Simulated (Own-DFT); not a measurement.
GaN (wurtzite, atoms displaced) (calculated)

All values are calculated (Own-DFT development build). A calculation, not a measurement: plane-wave PBE density functional theory by an unreviewed code, no spin, of a simulated periodic cell, stress positive in tension, free energy of the whole cell less one offset for each atom, forces on such cells passed a denser k mesh, this cell's mesh not checked; offsets are fitted by least squares, one for each functional and potential file, so energies compare only between cells with the same atoms and settings and are not formation energies; the far tail of each file's local potential was reset to the Coulomb form; each entry is a single point on an unrelaxed cell, so the pressure reflects the starting lattice, mostly measured values (interpolated for alloys), from which strain is counted, and rises with the displacements; printed positions are rounded, which can move forces by about a meV/angstrom; the program, named Own-DFT, is a retired in-house code; no spin-orbit coupling.

Common to all runs: functional PBE; potential files PseudoDojo norm-conserving, scalar-relativistic, standard set with the stringent files for Ga; wave cutoff 96 hartree; occupations Gaussian; smearing width 0.01 eV; k mesh 3 x 4 x 3 centred on Gamma.

(1) 
```xyz
96
Lattice="12.7560 0.0000 0.0000 -4.7835 8.2853 0.0000 0.0000 0.0000 10.3700" Properties=species:S:1:pos:R:3:force_x:R:1:force_y:R:1:force_z:R:1 formula=GaN free_energy_of_cell_above_offsets=-5.910 pressure=6.61 stress_xx=-8.16 stress_yy=-4.91 stress_zz=-6.77 stress_yz=0.33 stress_xz=0.06 stress_xy=-1.07
Ga     0.0046     1.8651    10.3565      0.216     -1.382     -0.412
Ga     1.6074     0.9810     2.6317      -0.76     -0.771     -0.746
N     -0.0167     1.7599     1.8832      0.249      0.933      1.611
N      1.6380     0.9127     4.5280     -0.455      0.477      0.681
Ga     0.0710     1.9082     5.1223     -0.863     -1.404      1.305
Ga     1.6300     0.8613     7.7816     -0.779      0.245      -0.08
N     -0.0326     1.7489     7.1679      1.391      1.499     -0.781
N      1.7022     0.8960     9.6992     -1.955     -0.116       0.46
Ga    -1.5622     4.6095    10.3647     -0.613     -0.293     -0.265
Ga    -0.0392     3.6728     2.6862      0.827     -0.389     -1.375
N     -1.5472     4.5107     1.9032       -1.2      1.484      1.071
N      0.0604     3.7228     4.6086      -1.32       0.13     -0.491
Ga    -1.6686     4.6404     5.1997      0.355      -0.55      0.045
Ga     0.0227     3.7304     7.7469     -1.193     -1.349      0.603
N     -1.6361     4.5851     7.1541       0.39      0.451     -0.069
N      0.0174     3.6751     9.7979     -1.165     -0.309     -2.063
Ga    -3.2256     7.3692     0.0340      0.587     -0.134      -0.14
Ga    -1.6231     6.5057     2.5231      0.271      -1.75      0.679
N     -3.1942     7.3809     2.0389     -0.091      0.543     -1.426
N     -1.6831     6.4390     4.5108      1.818     -0.036      -0.15
Ga    -3.1553     7.3773     5.1537     -1.014      0.167      0.386
Ga    -1.6272     6.5144     7.7653      0.767     -1.444      0.216
N     -3.2430     7.2609     7.1685      1.872      2.149     -1.931
N     -1.6017     6.3961     9.6878      0.109      0.869      0.734
Ga     3.1628     1.8245     0.0304       0.89      0.835     -0.163
Ga     4.8212     0.9187     2.5737      0.375     -0.108     -0.248
N      3.1951     1.7598     2.0244      0.386      1.723     -1.053
N      4.7958     0.9740     4.4991     -0.585     -0.696      0.547
Ga     3.1704     1.9000     5.1773      0.514     -2.351      0.319
Ga     4.8209     0.8424     7.6637     -0.577      2.029      1.636
N      3.1591     1.7467     7.1018      0.476      1.325      -0.28
N      4.7108     0.9818     9.6569      1.547     -0.808      0.683
Ga     1.5316     4.4774     0.0082      1.772      2.031      0.816
Ga     3.2606     3.7288     2.6067     -0.967     -0.946     -0.832
N      1.6307     4.6173     1.9620     -0.463      -0.92      0.298
N      3.2101     3.6131     4.5402      -0.58      2.066     -0.171
Ga     1.5995     4.5619     5.2168      0.685      1.711     -1.114
Ga     3.1248     3.7071     7.6857      1.561      -1.39      1.159
N      1.5838     4.5991     7.1004     -0.186      0.637      0.449
N      3.1220     3.7262     9.6440      0.185     -0.837      0.639
Ga     0.0029     7.3622    10.3538     -0.975      0.967     -0.456
Ga     1.5847     6.4343     2.5648     -0.133      0.119       0.24
N     -0.0379     7.3237     1.9306      0.954      0.799      0.053
N      1.5862     6.5031     4.5253       0.65     -1.427      0.026
Ga     0.0282     7.3643     5.1265     -1.007      0.393      0.342
Ga     1.6800     6.4154     7.8459     -0.823      0.776     -0.852
N     -0.0185     7.3883     7.1036      0.577     -1.985     -0.406
N      1.5833     6.4981     9.7720     -0.196     -1.479     -0.546
Ga     6.4225     1.8842     0.0701     -0.955      0.286     -1.588
Ga     8.1300     0.9103     2.5397     -1.977      0.515      0.404
N      6.4142     1.9111     1.9630      0.121      -1.53      0.426
N      7.9773     0.9771     4.4830     -0.283     -0.687      0.658
Ga     6.3145     1.8844     5.1645      1.415     -0.362       0.04
Ga     7.9019     0.9321     7.7843      0.853     -0.265      0.168
N      6.3718     1.8682     7.1453     -0.355     -0.482     -0.945
N      8.0051     0.9788     9.7348     -0.517     -0.839      0.152
Ga     4.7133     4.6055    10.3490      0.698     -0.418     -0.909
Ga     6.3613     3.6954     2.5843     -0.076      0.337     -0.388
N      4.7795     4.5807     1.8690      0.205      0.878      1.705
N      6.3962     3.7122     4.5238     -1.081     -0.048     -0.159
Ga     4.7431     4.5673     5.1148      1.071      0.901      1.454
Ga     6.3746     3.6795     7.7518     -0.977     -0.648      1.801
N      4.8106     4.5950     7.2393     -1.439     -0.405     -2.319
N      6.3929     3.7506     9.7409     -0.227     -0.889      -0.02
Ga     3.1360     7.3702    10.3420      1.816      0.348      0.509
Ga     4.7953     6.5161     2.6579       0.19     -1.263     -1.525
N      3.1897     7.3438     2.0053       0.19      0.463     -1.016
N      4.8267     6.4786     4.5384     -0.418     -0.671      0.712
Ga     3.2073     7.3752     5.1623     -0.314      0.732     -0.041
Ga     4.8551     6.4078     7.7643     -1.149      0.396      0.777
N      3.2141     7.3747     7.1089     -0.056     -0.391      0.449
N      4.8180     6.4022     9.7199     -0.789       1.18      0.206
Ga     9.6230     1.8632    10.3328     -0.195     -0.356      0.123
Ga    11.1058     0.9085     2.6081      0.785       0.46     -0.631
N      9.5828     1.9280     1.9058      0.392     -0.605      0.163
N     11.1892     1.0162     4.5196     -0.201     -1.075      0.694
Ga     9.5244     1.8306     5.2321      0.531      0.088     -0.235
Ga    11.1738     0.9195     7.7929     -0.957     -0.459      0.378
N      9.5352     1.8108     7.1818      0.157     -0.002      -0.26
N     11.1689     0.8863     9.7569      0.421     -0.167     -0.231
Ga     8.0416     4.5553     0.0165     -1.396      0.963     -0.843
Ga     9.4525     3.7659     2.5580      1.952     -0.895      0.791
N      7.9250     4.6128     1.9197     -0.059      0.854        0.7
N      9.5584     3.6415     4.5668     -0.579      1.122     -0.491
Ga     7.9039     4.6659     5.1269       1.23     -0.456      0.985
Ga     9.5111     3.6560     7.7619     -0.203      0.515      0.261
N      7.8352     4.5675     7.1591      2.721      1.646     -1.421
N      9.5658     3.6772     9.7523      0.982      0.019     -0.819
Ga     6.3912     7.2967     0.1113     -0.026      0.211     -2.806
Ga     7.9904     6.4931     2.5833     -0.095     -0.834     -0.992
N      6.4214     7.3167     1.9284     -1.164      0.911      1.987
N      7.9678     6.4962     4.4297      0.198     -0.279      2.332
Ga     6.4250     7.3495     5.2175     -0.264      1.228     -0.746
Ga     7.9861     6.5303     7.6766     -2.173     -2.717      2.506
N      6.3484     7.3329     7.1296      0.758      0.971     -0.319
N      8.0005     6.4232     9.7629     -0.278      0.235     -0.628
```

Units: free_energy_of_cell_above_offsets in eV; pressure, stress_xx, stress_yy, stress_zz, stress_yz, stress_xz, stress_xy in GPa; force_x, force_y, force_z in eV/Å.

(2) 
```xyz
96
Lattice="12.7560 0.0000 0.0000 -4.7835 8.2853 0.0000 0.0000 0.0000 10.3700" Properties=species:S:1:pos:R:3:force_x:R:1:force_y:R:1:force_z:R:1 formula=GaN free_energy_of_cell_above_offsets=-6.000 pressure=6.64 stress_xx=-6.86 stress_yy=-5.92 stress_zz=-7.13 stress_yz=0.39 stress_xz=0.07 stress_xy=-0.26
Ga    -0.0161     1.8053     0.0148      0.193     -0.215     -0.016
Ga     1.6092     0.9070     2.5587     -0.217       0.28       0.16
N     -0.0761     1.7711     1.9966      1.752      1.316     -0.617
N      1.5600     0.8829     4.5543      0.701      0.877     -0.958
Ga     0.0194     1.7834     5.2091     -0.839      0.706      0.051
Ga     1.5809     0.9119     7.8320      1.117     -0.563     -0.579
N      0.0672     1.8547     7.2186     -1.289      0.123     -1.618
N      1.5843     0.9280     9.6961      0.163     -0.342      1.999
Ga    -1.6582     4.6705    10.3320      1.495     -0.396      0.739
Ga    -0.0346     3.6736     2.6160     -0.519      -0.28     -0.764
N     -1.6695     4.6478     1.9782      1.289      -0.22     -0.447
N      0.0448     3.6774     4.5214      -0.47     -0.796      0.821
Ga    -1.5247     4.5329     5.2134     -1.321     -0.059      -1.16
Ga    -0.0217     3.7156     7.7712      0.668     -0.659      0.619
N     -1.6467     4.5556     7.1102      1.277      0.158      0.199
N      0.0246     3.5850     9.7096     -0.604       1.95      0.796
Ga    -3.1443     7.3746     0.0853      -1.12      0.273     -2.219
Ga    -1.5826     6.4632     2.6770      0.668     -0.337     -1.236
N     -3.1458     7.3180     1.9418     -0.115      0.799      1.319
N     -1.5436     6.3813     4.5607      -2.24     -0.388      0.042
Ga    -3.2121     7.4216     5.1671       0.19     -2.011      1.079
Ga    -1.6095     6.3434     7.7608      0.429       2.09      -0.19
N     -3.1120     7.3715     7.1344     -0.952     -0.242     -0.295
N     -1.6473     6.4932     9.6787      1.015     -0.812      0.427
Ga     3.2028     1.8179     0.0139     -0.569     -0.199      -0.91
Ga     4.7739     0.9316     2.5247      0.847      -0.39      1.174
N      3.2329     1.8478     1.9230     -1.308      0.251      0.781
N      4.8297     0.9109     4.5688     -1.444     -0.274     -0.627
Ga     3.1523     1.8113     5.1957      0.823      0.238      0.424
Ga     4.8242     0.9486     7.6974       -0.8     -1.048      0.907
N      3.2005     1.8330     7.1999     -0.257      0.139     -1.128
N      4.7184     0.8768     9.6762      1.067      0.426      0.343
Ga     1.6226     4.6203     0.0842     -0.408     -0.885     -1.138
Ga     3.1578     3.7334     2.6397      0.147     -1.455      0.223
N      1.5711     4.5857     2.0450     -0.339     -0.696      -1.35
N      3.1494     3.6652     4.5804      0.328      0.212     -0.052
Ga     1.5780     4.6575     5.1533       0.35      0.008      0.674
Ga     3.2637     3.6784     7.7713     -1.672     -0.418      0.202
N      1.5843     4.5622     7.1707      0.432      0.654      -0.86
N      3.1964     3.6202     9.7236     -0.051      0.784      0.163
Ga    -0.0127     7.3493    10.3627       0.36     -0.073       -0.6
Ga     1.5973     6.3810     2.5787     -0.255      1.408     -1.112
N      0.0515     7.3573     1.9140     -0.954     -0.176      0.436
N      1.5838     6.4633     4.3917     -0.325     -0.073      3.294
Ga    -0.1364     7.3295     5.1669      3.216      1.297      0.701
Ga     1.5866     6.4241     7.7864      0.809      0.284     -0.487
N      0.0669     7.3771     7.1260     -1.124     -0.813     -0.221
N      1.6239     6.4150     9.7108      -0.33      0.087      0.903
Ga     6.3460     1.8279    10.3428      0.617     -0.593       0.08
Ga     7.9817     0.9583     2.7103     -0.774     -0.702     -1.851
N      6.3837     1.8322     1.9746      0.131      0.589     -0.399
N      7.9489     0.8694     4.6009     -0.169      0.942     -0.293
Ga     6.3851     1.8283     5.1932     -0.431     -0.014      0.267
Ga     8.0333     1.0043     7.8193     -2.577     -2.305      0.509
N      6.3756     1.8395     7.1558      0.736      0.569      -0.33
N      7.9835     0.8981     9.7177      0.092      0.277      1.248
Ga     4.8041     4.4739    10.3601     -0.883      1.789      0.299
Ga     6.3738     3.7641     2.5245     -0.935     -1.407      1.265
N      4.6846     4.5743     1.9518      1.243      0.587     -0.237
N      6.3598     3.6305     4.5687     -0.318      1.116     -0.694
Ga     4.7449     4.6393     5.2246      0.322     -0.382     -2.117
Ga     6.2886     3.6882     7.7354      1.734     -0.207      0.376
N      4.7784     4.6020     7.0687     -0.197      0.498      1.341
N      6.3930     3.7352     9.7149     -0.247     -1.474     -0.566
Ga     3.2497     7.2985     0.0363     -0.711      1.136      0.016
Ga     4.6789     6.4325     2.6074      2.166     -0.448     -0.701
N      3.1968     7.3244     2.0527     -1.163      1.409     -1.604
N      4.7661     6.5056     4.4762     -0.187     -1.357      1.426
Ga     3.1721     7.3735     5.1383     -0.611     -1.115      0.908
Ga     4.7187     6.4055     7.8004      1.027      1.112     -0.308
N      3.2347     7.3872     7.1089     -0.769     -0.097     -0.033
N      4.7837     6.4209     9.7073      0.519     -0.781       0.82
Ga     9.6625     1.8932     0.0510     -1.392     -0.942      -1.04
Ga    11.1361     0.9547     2.6175      -0.84     -0.491     -1.276
N      9.5086     1.8546     1.9513      0.557     -0.389      0.581
N     11.1287     0.8951     4.4394      0.181      0.471      3.152
Ga     9.4973     1.7954     5.1157      1.171      0.446      1.349
Ga    11.1892     0.9422     7.7209     -0.423     -0.495      1.256
N      9.4951     1.8282     7.2744      3.242      1.423     -2.566
N     11.1593     0.8648     9.7878      0.013      1.338     -1.095
Ga     7.9600     4.5593    10.3675     -0.115      1.755     -0.532
Ga     9.5733     3.6574     2.5169     -0.874       0.65      1.224
N      7.9228     4.5989     1.9010      0.832      0.542      0.794
N      9.5268     3.6307     4.5594      0.703      0.473     -0.427
Ga     7.9389     4.5712     5.1892      0.257      0.268     -0.267
Ga     9.5781     3.7073     7.7132     -1.471     -0.788      1.417
N      7.9643     4.5952     7.1261     -0.404     -0.166      0.426
N      9.5530     3.7331     9.8390      0.327     -0.828     -1.841
Ga     6.3730     7.4070     0.0821     -0.023     -1.415     -0.742
Ga     7.9970     6.4520     2.5388     -1.041     -0.045       0.84
N      6.3258     7.4335     2.0026      0.269     -1.435      0.013
N      7.9695     6.4400     4.5951      0.122     -0.204     -1.213
Ga     6.3358     7.3379     5.1277      0.742       0.38      0.778
Ga     7.9151     6.4321     7.7586      1.919     -0.021      0.896
N      6.4598     7.3701     7.1594     -2.246      0.437     -1.223
N      7.9755     6.4920     9.7543      0.067     -0.648      0.186
```

Units: free_energy_of_cell_above_offsets in eV; pressure, stress_xx, stress_yy, stress_zz, stress_yz, stress_xz, stress_xy in GPa; force_x, force_y, force_z in eV/Å.

(3) 
```xyz
96
Lattice="12.7560 0.0000 0.0000 -4.7835 8.2853 0.0000 0.0000 0.0000 10.3700" Properties=species:S:1:pos:R:3:force_x:R:1:force_y:R:1:force_z:R:1 formula=GaN free_energy_of_cell_above_offsets=-4.069 pressure=7.18 stress_xx=-8.22 stress_yy=-5.56 stress_zz=-7.75 stress_yz=-0.05 stress_xz=-0.43 stress_xy=1.64
Ga    -0.0249     1.7205     0.0704      0.059      1.553     -2.584
Ga     1.4457     0.8978     2.5785      4.039     -1.126      1.192
N      0.0959     1.8407     1.8879     -2.558       1.29       1.55
N      1.6448     0.9191     4.6032     -2.064     -0.074     -1.202
Ga     0.0155     1.9063     5.1986     -0.017     -1.101     -0.177
Ga     1.6463     1.0031     7.8106     -0.811     -0.815     -0.782
N     -0.0208     1.8775     7.1209      0.487     -0.276      0.228
N      1.5619     0.9187     9.7158      0.144     -0.411      0.415
Ga    -1.5498     4.6823    10.3629     -1.202     -1.055      0.416
Ga     0.0077     3.7107     2.6160       0.13      0.483      -1.02
N     -1.6236     4.6282     1.9809      0.282     -0.428     -0.422
N      0.0165     3.7296     4.5517     -0.963     -0.924     -0.413
Ga    -1.5923     4.6381     5.1835     -0.955      0.082     -0.184
Ga    -0.0328     3.6899     7.7726     -0.401      0.239      0.253
N     -1.6298     4.6371     7.1163       0.49      0.191      0.259
N     -0.1299     3.6726     9.7062      1.832     -0.486      0.089
Ga    -3.2430     7.3271    10.3381      0.115      0.788      0.581
Ga    -1.5336     6.4966     2.6046     -1.027     -0.905      0.188
N     -3.1685     7.3056     2.0033     -0.515      0.776     -1.209
N     -1.5322     6.4868     4.5194     -3.009     -1.401     -0.001
Ga    -3.3017     7.3602     5.2170      1.731      0.325     -0.817
Ga    -1.6336     6.5443     7.7742      0.526     -1.239     -0.617
N     -3.2509     7.3053     7.1035      0.717      1.608      0.779
N     -1.6477     6.4634     9.7191     -0.269     -0.142     -0.448
Ga     3.1846     1.8277     0.0764      -0.25     -0.037     -1.336
Ga     4.7251     0.8526     2.6373      1.676      0.881      0.065
N      3.2451     1.7068     1.8974     -2.203      1.527      2.438
N      4.7524     0.8595     4.6091      0.764      0.562     -0.602
Ga     3.1774     1.8085     5.1322      1.377      1.172      0.233
Ga     4.7549     0.8732     7.7519      0.901      0.363      0.675
N      3.2513     1.8128     7.0953     -1.218      0.531      0.052
N      4.6739     0.8969     9.7359      1.368     -0.722      -0.53
Ga     1.5212     4.6328    10.2712      0.506     -0.922      0.656
Ga     3.1868     3.7206     2.6316     -0.795     -1.083     -1.277
N      1.5489     4.6779     1.8660      0.202     -1.304      0.861
N      3.3076     3.7644     4.5067     -2.771     -1.389      1.076
Ga     1.4683     4.5582     5.3139      2.965      1.623      -2.21
Ga     3.1617     3.6581     7.7378      2.775     -1.134      1.938
N      1.7310     4.5643     7.1449     -3.004      0.967        0.5
N      3.1613     3.6438     9.8481     -0.119      0.904     -1.679
Ga    -0.0579     7.2524    10.3455      0.902      2.413      0.487
Ga     1.5889     6.4220     2.6373     -0.372      0.523     -0.342
N     -0.0432     7.3594     1.9287      1.453     -0.428      -0.33
N      1.5464     6.5182     4.5550      1.167     -1.732      0.567
Ga    -0.0597     7.2781     5.1433       1.59      2.113      1.047
Ga     1.5700     6.4158     7.7491       0.69      0.575     -0.017
N      0.0390     7.3367     7.0820      -0.88     -0.306      0.718
N      1.5999     6.4940     9.6982     -0.655     -0.887     -0.458
Ga     6.3770     1.8437    10.3250     -1.394      0.126      1.257
Ga     8.0437     0.8780     2.6244     -2.104     -0.153     -1.091
N      6.3776     1.8988     2.0182      0.218      -0.95     -0.426
N      7.8863     0.8247     4.5267      2.433      0.801     -0.056
Ga     6.4769     1.7872     5.1716     -2.909      1.365      0.771
Ga     7.9335     0.8589     7.9071      0.091      1.273     -2.157
N      6.3577     1.8230     7.1860      0.693      0.303     -0.637
N      7.8990     0.9052     9.7313      1.708     -0.574      1.773
Ga     4.8112     4.6404     0.0244     -0.468     -1.804      -0.44
Ga     6.3140     3.7911     2.5978      1.222     -2.248      0.574
N      4.7661     4.5401     1.9612     -0.442      1.352      -0.83
N      6.3131     3.7852     4.5633      3.359       -2.1     -0.374
Ga     4.8417     4.5657     5.1911      -1.45      1.003      1.379
Ga     6.4056     3.7437     7.7575     -0.209     -1.446      0.497
N      4.8255     4.5999     7.1896     -1.034     -0.087      -0.95
N      6.3631     3.6983     9.6921      0.788      0.294      0.684
Ga     3.2587     7.2043    10.3037     -2.519      2.877      1.997
Ga     4.7668     6.3848     2.5435       0.28      0.075      0.347
N      3.1923     7.2715     1.9945      0.101      1.074     -1.054
N      4.8078     6.3451     4.4662     -0.506      1.621      1.126
Ga     3.2291     7.3753     5.2088      -0.57     -1.653     -0.471
Ga     4.7688     6.4180     7.7014      0.243      0.285      1.087
N      3.2135     7.4010     7.1350     -0.347     -0.902       0.12
N      4.7253     6.4013     9.7422       2.84     -0.102     -1.079
Ga     9.5557     1.9147     0.0616     -0.214     -1.055     -0.971
Ga    11.2054     0.9487     2.5671     -0.246     -0.531     -0.096
N      9.5656     1.8077     2.0047      0.856      0.536      -0.54
N     11.2149     0.9059     4.4809     -0.663      0.645      0.898
Ga     9.5008     1.8108     5.2100      0.556      0.546     -1.114
Ga    11.1367     0.9230     7.7273     -0.018      0.509      0.859
N      9.5436     1.9002     7.0931     -0.177     -1.513      0.819
N     11.1474     0.9320     9.7462     -0.698      -0.61      0.135
Ga     8.0723     4.6438     0.0011     -1.358     -1.178     -0.649
Ga     9.5144     3.6973     2.5537      0.924     -0.316      1.223
N      7.9687     4.5174     1.9298     -0.395      1.681     -0.362
N      9.5178     3.7158     4.5441      0.625      -0.66     -0.127
Ga     8.0018     4.6762     5.2427     -0.825     -0.893     -0.751
Ga     9.5237     3.6567     7.7810      0.798      0.667     -1.162
N      7.9896     4.6370     7.1713      -0.08     -0.436     -0.558
N      9.6166     3.6860     9.6237     -0.312      0.363      2.452
Ga     6.4063     7.3270     0.0585     -1.163      0.606     -0.995
Ga     7.9889     6.4441     2.5320      0.896     -1.534      1.132
N      6.4475     7.2938     2.0017     -1.494      1.226     -0.822
N      7.9738     6.4483     4.5154     -0.611      0.128     -0.117
Ga     6.3234     7.3534     5.0940      0.613     -0.156      0.891
Ga     7.9774     6.4223     7.7583     -0.629      0.577      0.168
N      6.3779     7.3735     7.2664     -0.241     -0.227      -2.15
N      7.9034     6.4313     9.6628      1.002      0.027      1.185
```

Units: free_energy_of_cell_above_offsets in eV; pressure, stress_xx, stress_yy, stress_zz, stress_yz, stress_xz, stress_xy in GPa; force_x, force_y, force_z in eV/Å.
